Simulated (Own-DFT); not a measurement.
AlN (wurtzite, strained, atoms displaced) (calculated)

All values are calculated (Own-DFT development build). A calculation, not a measurement: plane-wave PBE density functional theory by an unreviewed code, no spin, of a simulated periodic cell, stress positive in tension, free energy of the whole cell less one offset for each atom, forces on such cells passed a denser k mesh, this cell's mesh not checked; offsets are fitted by least squares, one for each functional and potential file, so energies compare only between cells with the same atoms and settings and are not formation energies; the far tail of each file's local potential was reset to the Coulomb form; each entry is a single point on an unrelaxed cell, so the pressure reflects the starting lattice, mostly measured values (interpolated for alloys), from which strain is counted, and rises with the displacements; printed positions are rounded, which can move forces by about a meV/angstrom; the program, named Own-DFT, is a retired in-house code; no spin-orbit coupling.

Settings shared by all entries: functional PBE; potential files PseudoDojo norm-conserving, scalar-relativistic, standard set; wave cutoff 42 hartree; occupations Fermi-Dirac; smearing width 0.1 eV; hardware one NVIDIA H100; k mesh 2 x 2 x 2 centred on Gamma.

(1) 
```cif
# cell vector a (Å): 12.3596 -0.2460 -0.0911
# cell vector b (Å): -6.3928 10.8008 0.0008
# cell vector c (Å): -0.0730 -0.0414 9.9234
data_AlN
_symmetry_space_group_name_H-M 'P 1'
_symmetry_Int_Tables_number 1
_cell_length_a 12.3624
_cell_length_b 12.5509
_cell_length_c 9.9238
_cell_angle_alpha 89.987
_cell_angle_beta 90.839
_cell_angle_gamma 121.760
_cell_volume 1309.01
loop_
_atom_site_label
_atom_site_type_symbol
_atom_site_fract_x
_atom_site_fract_y
_atom_site_fract_z
_atom_site_occupancy
Al1 Al 0.08239 0.16148 0.99594 1
Al2 Al 0.16748 0.07906 0.25620 1
N1 N 0.07122 0.16086 0.17753 1
N2 N 0.16719 0.08993 0.44923 1
Al3 Al 0.08500 0.16836 0.50133 1
Al4 Al 0.15777 0.07626 0.74390 1
N3 N 0.08277 0.17126 0.68915 1
N4 N 0.16693 0.07948 0.94111 1
Al5 Al 0.08883 0.42198 0.99922 1
Al6 Al 0.16417 0.32799 0.23889 1
N5 N 0.08628 0.41345 0.18614 1
N6 N 0.16252 0.32636 0.44735 1
Al7 Al 0.09021 0.42325 0.49832 1
Al8 Al 0.16951 0.33742 0.74302 1
N7 N 0.07982 0.41725 0.68161 1
N8 N 0.17094 0.33932 0.94805 1
Al9 Al 0.07320 0.66031 0.00522 1
Al10 Al 0.15857 0.57382 0.24915 1
N9 N 0.08434 0.66817 0.18821 1
N10 N 0.16927 0.58597 0.44291 1
Al11 Al 0.08035 0.66296 0.49737 1
Al12 Al 0.17434 0.58774 0.74805 1
N11 N 0.08377 0.66968 0.69439 1
N12 N 0.16598 0.57958 0.94179 1
Al13 Al 0.08276 0.91517 0.99783 1
Al14 Al 0.16686 0.83283 0.25124 1
N13 N 0.08159 0.91757 0.19028 1
N14 N 0.16175 0.83051 0.44444 1
Al15 Al 0.07576 0.90838 0.48832 1
Al16 Al 0.15807 0.82299 0.74892 1
N15 N 0.08962 0.91982 0.68572 1
N16 N 0.15741 0.82379 0.94413 1
Al17 Al 0.33213 0.17228 0.99975 1
Al18 Al 0.41384 0.08176 0.25134 1
N17 N 0.33597 0.16636 0.19459 1
N18 N 0.41022 0.08400 0.44546 1
Al19 Al 0.33421 0.16613 0.49382 1
Al20 Al 0.41023 0.08170 0.75509 1
N19 N 0.33659 0.16566 0.68420 1
N20 N 0.42195 0.08841 0.94486 1
Al21 Al 0.32403 0.41104 0.00379 1
Al22 Al 0.41396 0.33323 0.25499 1
N21 N 0.33172 0.42021 0.18820 1
N22 N 0.42712 0.34021 0.44667 1
Al23 Al 0.33112 0.41024 0.49960 1
Al24 Al 0.41733 0.33247 0.74493 1
N23 N 0.33148 0.40964 0.69486 1
N24 N 0.41208 0.33254 0.94402 1
Al25 Al 0.33870 0.66540 0.99021 1
Al26 Al 0.42009 0.58459 0.26215 1
N25 N 0.34107 0.66722 0.18930 1
N26 N 0.41887 0.58598 0.43698 1
Al27 Al 0.33279 0.66706 0.50110 1
Al28 Al 0.41888 0.57898 0.75434 1
N27 N 0.34495 0.67647 0.68473 1
N28 N 0.41228 0.58142 0.94291 1
Al29 Al 0.33656 0.91550 0.00274 1
Al30 Al 0.41218 0.83536 0.24894 1
N29 N 0.32682 0.91356 0.18734 1
N30 N 0.41454 0.82906 0.44446 1
Al31 Al 0.33777 0.92574 0.50532 1
Al32 Al 0.41662 0.83743 0.74583 1
N31 N 0.33532 0.91694 0.69438 1
N32 N 0.41644 0.83338 0.95292 1
Al33 Al 0.56726 0.15672 0.00064 1
Al34 Al 0.66102 0.07654 0.25591 1
N33 N 0.57572 0.17002 0.18541 1
N34 N 0.66726 0.08470 0.44598 1
Al35 Al 0.57883 0.16560 0.50545 1
Al36 Al 0.65597 0.07855 0.75491 1
N35 N 0.58143 0.16019 0.69343 1
N36 N 0.67370 0.08956 0.93970 1
Al37 Al 0.57976 0.41593 0.00150 1
Al38 Al 0.65498 0.33032 0.25536 1
N37 N 0.58992 0.41609 0.18710 1
N38 N 0.66962 0.33397 0.44212 1
Al39 Al 0.58960 0.41357 0.49690 1
Al40 Al 0.65671 0.32884 0.74921 1
N39 N 0.57914 0.41010 0.69797 1
N40 N 0.67972 0.34625 0.93757 1
Al41 Al 0.57877 0.65817 0.99891 1
Al42 Al 0.66009 0.58495 0.25582 1
N41 N 0.58271 0.66775 0.19157 1
N42 N 0.67001 0.58498 0.42348 1
Al43 Al 0.58227 0.66842 0.49553 1
Al44 Al 0.65736 0.56902 0.74597 1
N43 N 0.58003 0.66904 0.68759 1
N44 N 0.66337 0.57409 0.94607 1
Al45 Al 0.59397 0.92715 0.00562 1
Al46 Al 0.66485 0.82865 0.25289 1
N45 N 0.58058 0.91662 0.18917 1
N46 N 0.67996 0.83185 0.43972 1
Al47 Al 0.57859 0.91943 0.49987 1
Al48 Al 0.66417 0.83032 0.74309 1
N47 N 0.58552 0.91478 0.69376 1
N48 N 0.66463 0.83377 0.94022 1
Al49 Al 0.82853 0.16317 0.00604 1
Al50 Al 0.92628 0.08953 0.24183 1
N49 N 0.83741 0.17533 0.19424 1
N50 N 0.90770 0.08169 0.44128 1
Al51 Al 0.82880 0.16289 0.50282 1
Al52 Al 0.91320 0.07799 0.73663 1
N51 N 0.83424 0.16542 0.70064 1
N52 N 0.92321 0.08743 0.93979 1
Al53 Al 0.83833 0.42016 0.99722 1
Al54 Al 0.92094 0.32858 0.24691 1
N53 N 0.83987 0.41886 0.19501 1
N54 N 0.91532 0.33074 0.44682 1
Al55 Al 0.83258 0.42172 0.49495 1
Al56 Al 0.91335 0.32282 0.75875 1
N55 N 0.83425 0.41579 0.69698 1
N56 N 0.91521 0.32610 0.94618 1
Al57 Al 0.83208 0.67003 0.00139 1
Al58 Al 0.90895 0.57738 0.24994 1
N57 N 0.83746 0.66668 0.19514 1
N58 N 0.92444 0.58759 0.44000 1
Al59 Al 0.83452 0.67412 0.50206 1
Al60 Al 0.92273 0.57739 0.75040 1
N59 N 0.83162 0.66673 0.68544 1
N60 N 0.92726 0.59023 0.93025 1
Al61 Al 0.83565 0.91846 0.00376 1
Al62 Al 0.91902 0.83613 0.25209 1
N61 N 0.82851 0.90805 0.19702 1
N62 N 0.91941 0.84113 0.44335 1
Al63 Al 0.82995 0.92037 0.50970 1
Al64 Al 0.91802 0.83920 0.76437 1
N63 N 0.83716 0.91723 0.70244 1
N64 N 0.91216 0.83196 0.93978 1
_calc_free_energy_of_cell_above_offsets '-47.882'  # eV
_calc_pressure 11.31  # GPa
_calc_stress_xx -11.56  # GPa
_calc_stress_yy -13.53  # GPa
_calc_stress_zz -8.85  # GPa
_calc_stress_yz -2.1  # GPa
_calc_stress_xz -3.26  # GPa
_calc_stress_xy -7.88  # GPa
_calc_wall_time 404.7  # s
```

Force:
```
element  x (eV/Å)  y (eV/Å)  z (eV/Å)
     Al     0.692     1.524    -0.979
     Al    -1.137     0.939      -0.6
      N     5.396     1.941     1.034
      N     0.074    -1.529    -1.879
     Al    -1.494     -1.27     0.322
     Al     0.933     2.266     0.339
      N     0.968    -1.074     0.332
      N    -0.723     0.326    -0.817
     Al    -0.383    -1.865    -0.209
     Al    -0.313     0.233     1.205
      N    -0.124    -0.038     0.844
      N     0.057     1.959     -2.16
     Al     -1.04    -1.916    -0.166
     Al    -1.951    -0.539      1.54
      N     1.366     0.449     2.081
      N    -2.362    -2.533    -2.263
     Al     3.756       1.6     0.089
     Al     1.043     2.329    -0.391
      N     0.045    -1.056     1.419
      N     -0.73    -0.289     -0.89
     Al     1.916     1.247     1.325
     Al    -1.039    -0.617      0.14
      N     1.984    -2.245    -2.107
      N    -0.408     1.627    -0.938
     Al     0.672    -0.546     0.456
     Al    -1.175    -0.827     0.021
      N       1.1     0.008     0.239
      N     1.114      0.78    -0.811
     Al     2.296      2.41     2.601
     Al     0.032     3.225     1.163
      N    -0.881    -1.987     0.247
      N      0.69     1.906    -0.524
     Al     1.055    -1.203     0.553
     Al    -0.147    -0.379    -0.126
      N    -1.107     0.208    -0.003
      N     1.521     0.151    -1.552
     Al    -0.565     1.146     1.558
     Al     0.351     0.025    -0.359
      N    -0.843      0.06     0.864
      N    -5.859    -3.146    -2.104
     Al     3.024     2.088    -0.105
     Al      0.58     0.855    -0.967
      N     1.524    -0.957     1.616
      N    -1.847    -1.412    -1.032
     Al     0.341     1.221     0.284
     Al    -1.347    -1.618     1.344
      N     0.872      1.69    -1.286
      N    -0.219     0.514    -0.911
     Al    -1.425     0.623     2.477
     Al    -1.403     0.184    -3.669
      N    -1.265    -0.385     0.443
      N    -0.978     -1.35     2.792
     Al     1.048    -0.129    -0.594
     Al    -1.238      0.52    -0.522
      N    -0.324    -2.064     1.529
      N      1.24    -1.181    -1.122
     Al    -1.544    -0.664     -0.98
     Al     0.533    -1.597    -0.256
      N     1.062     1.321     1.215
      N    -1.332     1.735    -0.993
     Al    -0.431     -2.67     0.038
     Al     0.807    -0.286     1.706
      N    -0.843     0.051    -0.068
      N     0.504     0.957    -2.119
     Al     6.877     4.962     1.173
     Al     0.253     2.258    -0.662
      N     1.594    -1.385     1.588
      N    -2.364    -0.693    -0.729
     Al     1.225     0.273    -0.202
     Al     2.572     0.539    -0.284
      N    -1.526     0.696    -0.263
      N    -3.127    -1.397      0.58
     Al      1.82     -1.25     0.012
     Al     3.006     0.397    -1.318
      N    -2.771      0.64     1.155
      N    -1.459    -1.356     0.084
     Al    -0.141     2.053     0.802
     Al     3.003     0.349     1.168
      N     0.359      0.01    -2.638
      N    -3.207    -2.747     0.112
     Al     0.444     1.634     0.367
     Al     1.718    -0.187    -5.077
      N     0.225    -0.959    -0.342
      N    -0.501    -0.667     6.387
     Al     1.537    -0.326     0.651
     Al     0.738     3.725     1.067
      N     1.667    -1.945    -0.307
      N    -1.193     2.046    -1.508
     Al    -0.404    -1.963     -1.31
     Al    -0.519     1.038    -0.348
      N     0.814     0.023     1.516
      N    -4.518    -0.722     0.019
     Al     2.049    -0.649     0.677
     Al     0.133     0.746     2.107
      N    -0.641     0.565    -1.034
      N     0.219    -0.509     0.082
     Al     2.622     1.291    -0.272
     Al        -5    -3.231     2.603
      N    -0.153    -4.523    -0.542
      N     1.494     0.402    -0.158
     Al     1.273     1.984     0.922
     Al    -0.418     2.503     2.756
      N     -0.95    -1.937    -1.759
      N    -2.176    -1.643    -0.453
     Al     1.088     0.063     0.734
     Al     -1.68     2.885     1.827
      N     -0.65    -1.677    -0.585
      N    -0.185     0.665    -1.179
     Al     2.942    -0.417      1.56
     Al    -0.576      2.29    -0.726
      N    -0.372    -1.441    -1.397
      N    -0.082     1.579    -0.009
     Al     1.272     -1.31     0.244
     Al     1.062     1.441     0.292
      N    -1.209     0.379    -0.781
      N    -3.307    -0.945    -0.381
     Al     0.842    -0.483    -0.871
     Al    -2.264      0.64    -0.825
      N    -0.004    -0.279     1.622
      N    -3.851    -1.926     1.361
     Al    -0.705     0.021    -0.283
     Al     -0.82    -1.092     0.263
      N     0.514     2.031    -1.315
      N    -2.477    -1.341     -0.82
     Al     3.171     0.663     -0.25
     Al      1.05    -1.639    -3.671
      N    -0.647     -1.35    -1.915
      N     0.194     0.455      2.17
```

(2) 
```cif
# cell vector a (Å): 12.4471 0.1444 -0.2091
# cell vector b (Å): -6.0985 10.7708 0.2177
# cell vector c (Å): -0.1673 0.1046 10.1629
data_AlN
_symmetry_space_group_name_H-M 'P 1'
_symmetry_Int_Tables_number 1
_cell_length_a 12.4497
_cell_length_b 12.3794
_cell_length_c 10.1648
_cell_angle_alpha 88.015
_cell_angle_beta 91.898
_cell_angle_gamma 118.864
_cell_volume 1370.91
loop_
_atom_site_label
_atom_site_type_symbol
_atom_site_fract_x
_atom_site_fract_y
_atom_site_fract_z
_atom_site_occupancy
Al1 Al 0.08468 0.16945 0.00380 1
Al2 Al 0.16787 0.07740 0.24936 1
N1 N 0.08559 0.17368 0.20598 1
N2 N 0.16664 0.08028 0.44497 1
Al3 Al 0.07787 0.16200 0.50360 1
Al4 Al 0.17020 0.08040 0.75868 1
N3 N 0.07920 0.16194 0.69276 1
N4 N 0.17934 0.09035 0.94512 1
Al5 Al 0.08120 0.41487 0.99630 1
Al6 Al 0.16641 0.33334 0.24992 1
N5 N 0.09019 0.42014 0.19334 1
N6 N 0.16184 0.33358 0.44701 1
Al7 Al 0.08736 0.42109 0.50044 1
Al8 Al 0.17164 0.34202 0.75123 1
N7 N 0.08955 0.41946 0.68879 1
N8 N 0.16906 0.33187 0.93719 1
Al9 Al 0.08853 0.66658 0.98916 1
Al10 Al 0.15781 0.57926 0.25003 1
N9 N 0.08540 0.67477 0.20041 1
N10 N 0.16984 0.58693 0.43886 1
Al11 Al 0.08074 0.66489 0.49794 1
Al12 Al 0.16827 0.58881 0.74863 1
N11 N 0.08382 0.66483 0.68202 1
N12 N 0.16324 0.58172 0.95102 1
Al13 Al 0.07880 0.90731 0.01095 1
Al14 Al 0.16780 0.83842 0.24888 1
N13 N 0.08594 0.91966 0.18571 1
N14 N 0.16207 0.83328 0.44337 1
Al15 Al 0.10089 0.92951 0.49911 1
Al16 Al 0.16535 0.83763 0.74611 1
N15 N 0.08522 0.92135 0.69257 1
N16 N 0.15923 0.83508 0.93280 1
Al17 Al 0.33663 0.17365 0.00617 1
Al18 Al 0.41039 0.07397 0.24546 1
N17 N 0.33416 0.16414 0.18920 1
N18 N 0.41869 0.09193 0.43692 1
Al19 Al 0.32025 0.15886 0.49825 1
Al20 Al 0.40580 0.07937 0.75099 1
N19 N 0.33620 0.17297 0.69434 1
N20 N 0.41588 0.07861 0.94457 1
Al21 Al 0.32901 0.41297 0.98619 1
Al22 Al 0.41385 0.32864 0.25004 1
N21 N 0.32965 0.41024 0.18459 1
N22 N 0.42490 0.33894 0.44314 1
Al23 Al 0.33261 0.41901 0.49393 1
Al24 Al 0.42182 0.33491 0.74595 1
N23 N 0.32446 0.41310 0.69063 1
N24 N 0.41687 0.33168 0.93747 1
Al25 Al 0.33000 0.66751 0.01172 1
Al26 Al 0.40907 0.58290 0.24950 1
N25 N 0.33235 0.66194 0.18882 1
N26 N 0.42087 0.58903 0.43454 1
Al27 Al 0.32987 0.66449 0.50697 1
Al28 Al 0.42544 0.58599 0.75734 1
N27 N 0.33575 0.66380 0.69217 1
N28 N 0.42169 0.58029 0.94554 1
Al29 Al 0.34146 0.92053 0.99512 1
Al30 Al 0.41774 0.83652 0.24690 1
N29 N 0.33704 0.91385 0.19511 1
N30 N 0.40662 0.82136 0.43869 1
Al31 Al 0.32859 0.91451 0.49418 1
Al32 Al 0.42119 0.83106 0.75233 1
N31 N 0.33756 0.92180 0.68335 1
N32 N 0.41714 0.82219 0.94872 1
Al33 Al 0.57779 0.16552 0.99978 1
Al34 Al 0.67258 0.08536 0.24897 1
N33 N 0.58024 0.15865 0.18796 1
N34 N 0.66529 0.08189 0.43885 1
Al35 Al 0.59165 0.17162 0.49766 1
Al36 Al 0.66666 0.07785 0.75568 1
N35 N 0.58180 0.16011 0.69483 1
N36 N 0.66621 0.08415 0.94705 1
Al37 Al 0.58559 0.40869 0.99861 1
Al38 Al 0.66669 0.32788 0.25121 1
N37 N 0.57489 0.41718 0.19374 1
N38 N 0.67086 0.33255 0.44033 1
Al39 Al 0.57765 0.40922 0.50195 1
Al40 Al 0.66592 0.32567 0.75662 1
N39 N 0.58278 0.42174 0.68476 1
N40 N 0.66956 0.33054 0.93542 1
Al41 Al 0.58684 0.66942 0.99754 1
Al42 Al 0.66165 0.59012 0.24752 1
N41 N 0.58667 0.66889 0.18240 1
N42 N 0.66875 0.57310 0.44458 1
Al43 Al 0.58932 0.66625 0.48965 1
Al44 Al 0.66115 0.57633 0.74175 1
N43 N 0.58768 0.66542 0.69280 1
N44 N 0.66351 0.57611 0.93789 1
Al45 Al 0.58110 0.91407 0.99944 1
Al46 Al 0.66779 0.83527 0.25267 1
N45 N 0.57732 0.91026 0.18774 1
N46 N 0.67089 0.83116 0.44992 1
Al47 Al 0.58306 0.90998 0.50202 1
Al48 Al 0.67064 0.83524 0.75216 1
N47 N 0.57981 0.91387 0.69087 1
N48 N 0.66359 0.82726 0.93787 1
Al49 Al 0.83065 0.17136 0.99753 1
Al50 Al 0.91587 0.08375 0.25071 1
N49 N 0.84212 0.17678 0.19071 1
N50 N 0.91234 0.07578 0.44356 1
Al51 Al 0.83037 0.16565 0.50571 1
Al52 Al 0.92570 0.08911 0.74582 1
N51 N 0.83198 0.16045 0.69420 1
N52 N 0.91846 0.08734 0.94241 1
Al53 Al 0.82837 0.41239 0.00579 1
Al54 Al 0.91617 0.33089 0.25297 1
N53 N 0.82993 0.41200 0.18815 1
N54 N 0.91566 0.32668 0.44466 1
Al55 Al 0.83529 0.41691 0.49865 1
Al56 Al 0.91634 0.33617 0.74612 1
N55 N 0.83200 0.41797 0.69444 1
N56 N 0.92011 0.33185 0.94452 1
Al57 Al 0.83967 0.66062 0.00632 1
Al58 Al 0.91752 0.57441 0.24776 1
N57 N 0.83152 0.67216 0.19279 1
N58 N 0.91543 0.58334 0.43612 1
Al59 Al 0.83817 0.67324 0.50396 1
Al60 Al 0.91584 0.57369 0.74809 1
N59 N 0.83814 0.67353 0.69184 1
N60 N 0.92116 0.58728 0.93422 1
Al61 Al 0.82976 0.91539 0.00080 1
Al62 Al 0.91906 0.83283 0.25453 1
N61 N 0.82605 0.91494 0.18304 1
N62 N 0.92484 0.83266 0.45034 1
Al63 Al 0.83578 0.91655 0.50457 1
Al64 Al 0.91805 0.83090 0.74205 1
N63 N 0.83650 0.92228 0.68754 1
N64 N 0.91402 0.83590 0.93918 1
_calc_free_energy_of_cell_above_offsets '-52.808'  # eV
_calc_pressure 0.74  # GPa
_calc_stress_xx -2.76  # GPa
_calc_stress_yy -3.08  # GPa
_calc_stress_zz 3.62  # GPa
_calc_stress_yz 2.41  # GPa
_calc_stress_xz -4.14  # GPa
_calc_stress_xy 3.12  # GPa
_calc_wall_time 400.2  # s
```

Force:
```
element  x (eV/Å)  y (eV/Å)  z (eV/Å)
     Al     0.376    -0.765     0.029
     Al    -0.762     1.957     0.048
      N     0.411    -2.427     -1.73
      N    -1.588     1.891    -2.197
     Al    -0.024     0.727     0.116
     Al    -0.941      1.21     0.107
      N     1.817     1.615    -0.557
      N    -1.943    -1.481      0.37
     Al     1.079    -0.074     1.143
     Al     1.055       0.8     1.115
      N    -2.303    -0.582    -0.801
      N     1.293    -0.511     -1.06
     Al    -0.465    -0.414     0.196
     Al     0.128    -2.566    -0.083
      N    -2.477      0.72     0.323
      N    -1.658     0.199     0.083
     Al    -2.136     1.096     1.601
     Al     1.864     1.291     0.287
      N    -0.388    -1.156    -1.846
      N    -0.724    -0.783     0.157
     Al    -0.003     0.141    -0.614
     Al      1.37    -0.981     0.477
      N    -0.886      0.66     1.133
      N     1.578    -0.071     -2.05
     Al    -1.121     1.676    -3.115
     Al     1.084    -0.959     0.951
      N    -0.757    -0.359     1.964
      N       1.2     0.181    -1.132
     Al    -2.376    -3.885     2.067
     Al     1.086    -0.887    -0.136
      N      0.06     0.159     -1.05
      N     2.494    -0.434      0.69
     Al     0.458    -0.891    -0.693
     Al     1.092     1.842     1.209
      N    -0.678    -0.182      0.61
      N     0.193    -1.504    -0.018
     Al     3.279     3.031     1.103
     Al     2.191     0.667    -0.071
      N    -0.788    -1.273    -1.144
      N    -0.556     1.454    -0.921
     Al     1.561     0.801     2.014
     Al     0.019     0.651      0.46
      N    -0.608     0.654     0.417
      N    -2.949    -2.259    -0.868
     Al     0.367    -0.042     0.884
     Al    -1.272     0.322     0.469
      N     2.387     1.611    -0.503
      N     0.902     0.272    -0.381
     Al     1.326    -2.147    -1.226
     Al     2.681    -1.291    -0.432
      N    -2.523     1.514     0.785
      N    -0.229    -0.676     0.703
     Al     0.985    -0.397    -0.772
     Al    -0.318    -0.877    -0.469
      N    -0.748     0.619      0.58
      N    -1.525     0.578    -0.626
     Al    -1.114    -2.199     0.897
     Al     1.542    -2.587     1.412
      N    -2.702     0.303    -1.764
      N      0.73     2.401    -0.066
     Al     1.335     0.706     0.262
     Al    -1.056    -0.304    -0.162
      N    -0.609    -1.404     1.042
      N    -1.323     2.306    -1.682
     Al     1.164    -0.423     0.242
     Al    -0.066    -0.848    -0.064
      N    -0.541     1.175      0.02
      N     0.661    -0.548    -0.028
     Al    -1.458    -1.545     0.909
     Al    -0.101     0.217    -0.199
      N     -0.62     0.849    -0.381
      N    -0.213    -0.625    -0.687
     Al    -1.986     1.696     0.697
     Al    -1.658     0.301     0.153
      N      2.26    -0.437    -0.827
      N    -0.066     0.298    -0.155
     Al     1.895     1.118    -0.282
     Al    -0.683     0.445    -2.039
      N     1.161    -2.489     0.613
      N    -0.305    -0.399     1.403
     Al     0.616    -1.934     0.187
     Al     2.684    -2.236     0.922
      N     -2.49     1.169     1.121
      N    -0.669     2.046    -0.865
     Al    -0.342    -1.403     1.695
     Al      1.83      1.82     1.848
      N    -1.526     1.001    -1.094
      N     1.097     0.315     0.103
     Al     1.054    -0.087     0.491
     Al     0.016    -0.925    -0.222
      N     0.642     1.534     0.487
      N     -0.29     0.533    -1.774
     Al    -1.234     0.364    -0.171
     Al     0.667    -0.701    -0.572
      N     0.686     0.314     0.118
      N    -0.304     2.067     -0.17
     Al     1.557    -1.183     0.621
     Al     0.505    -0.332     0.218
      N    -1.126    -1.917    -0.456
      N    -0.259     1.357    -0.788
     Al     0.615    -1.158    -0.178
     Al    -0.867    -1.781     1.739
      N    -1.242     1.573    -0.298
      N    -0.136    -0.276    -0.001
     Al     1.387     0.841    -1.437
     Al     1.168     0.949     0.408
      N    -0.011     0.274     0.412
      N    -0.233     1.508    -0.309
     Al    -0.305      0.18      0.27
     Al     1.546    -1.073     0.693
      N    -0.253    -1.366    -1.178
      N    -1.537     0.989    -1.209
     Al    -2.719     1.363     -1.07
     Al    -1.484     2.002     0.683
      N     1.195    -1.294     -0.19
      N     0.611    -0.538     0.413
     Al     0.006    -2.005     -0.11
     Al    -0.882     2.903     0.164
      N     0.196    -2.483    -0.633
      N     0.745    -1.656     0.935
     Al     0.418     0.341    -0.996
     Al    -0.662     0.126     0.108
      N     1.083     0.876     1.891
      N    -0.541     1.768    -1.558
     Al     0.521    -0.572     0.096
     Al     -0.47      1.49      1.72
      N    -0.214    -0.552      0.79
      N     1.109    -0.699     0.232
```
